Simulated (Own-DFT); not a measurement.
# A change of arrangement and its cost: C16Si16, 32 atoms

All numbers below are calculated, not measured. They come from Own-DFT, an in-house plane-wave density functional program, since retired, whose code no person has reviewed. Each row is one single-point run on a periodic cell that was not relaxed, without spin or spin-orbit coupling.

Settings of every run: PBE; PseudoDojo norm-conserving scalar-relativistic files; cutoff 42 hartree; 5 x 5 x 3 k mesh centred on Gamma; Fermi-Dirac smearing of 0.1 eV.

Known limits: forces on such cells passed a denser k mesh, each cell not checked; stress not checked against mesh or cutoff.

All cells hold the same atoms in the same cell, with vectors in Å (6.165, 0.000, 0.000); (-3.083, 5.339, 0.000); (0.000, 0.000, 10.068). Every atom was moved at random from its ideal site; u is the rms move along one axis. E is the free energy of the cell above the lowest run. The arrangements:

- A: 2H SiC
- B: 4H SiC

```
arrangement,u (Å),E (eV),P (GPa)
A,0.0278,0.044,3.77
A,0.0291,0.055,3.84
A,0.0314,0.356,4.05
A,0.0537,2.673,5.79
A,0.0556,2.585,5.77
A,0.0567,3.098,6.20
B,0.0309,0.115,3.77
B,0.0312,0.000,3.72
B,0.0318,0.042,3.84
B,0.0604,3.742,6.68
B,0.0658,3.592,6.36
B,0.0676,4.530,7.01
```

Question: once the cost of the random moves is taken out, how do the arrangements rank?

## Worked answer

Fit E = a + b u², with one b for all and one a for each arrangement, and with residuals divided by u², since the noise grows with the moves. Then b = 1216 eV/Å², the scatter at u = 0.04 Å is 0.14 eV, and against A:

- B: -0.22 ± 0.06 eV (lower)

These are energies of unrelaxed cells. Relaxing the atoms lowers the strained arrangements most, so the gaps would shrink and small ones could change sign.
